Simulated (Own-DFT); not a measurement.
# Same atoms, different arrangement: In32P32, 64 atoms

All numbers below are calculated, not measured. They come from Own-DFT, an in-house plane-wave density functional program, since retired, whose code no person has reviewed. Each row is one single-point run on a periodic cell that was not relaxed, without spin or spin-orbit coupling.

Settings of every run: PBE; PseudoDojo norm-conserving scalar-relativistic files; cutoff 36 hartree; 3 x 3 x 3 k mesh centred on Gamma; Fermi-Dirac smearing of 0.1 eV.

Known limits, some of them of some rows only: not probed for a lower state with spin; forces on such cells moved up to 12 meV/angstrom on a denser k mesh; stress not checked against mesh or cutoff.

All cells hold the same atoms in the same cell, with vectors in Å (11.737, 0.000, 0.000); (0.000, 11.737, 0.000); (0.000, 0.000, 11.737). Every atom was moved at random from its ideal site; u is the rms move along one axis. The defect's site can differ from row to row. E is the free energy of the cell above the lowest run. The arrangements:

- A: zincblende InP
- B: zincblende InP, with one In on a P site and one P on an In site, 2.5 Å apart

```
arrangement   u (Å)  E (eV)  P (GPa)
          A  0.0178   0.000     3.17
          A  0.0199   0.113     3.20
          A  0.0211   0.174     3.21
          A  0.0454   1.863     3.55
          A  0.0461   1.885     3.55
          A  0.0488   1.885     3.54
          B  0.0265   4.360     3.59
          B  0.0275   4.479     3.61
          B  0.0285   4.368     3.59
          B  0.0460   5.663     3.87
          B  0.0479   5.578     3.84
          B  0.0542   6.031     3.89
```

Question: once the cost of the random moves is taken out, how do the arrangements rank?

## Worked answer

Fit E = a + b u², with one b for all and one a for each arrangement, and with residuals divided by u², since the noise grows with the moves. Then b = 925 eV/Å², the scatter at u = 0.04 Å is 0.15 eV, and against A:

- B: 3.95 ± 0.05 eV (higher)

These are energies of unrelaxed cells. Relaxing the atoms lowers the strained arrangements most, so the gaps would shrink and small ones could change sign.
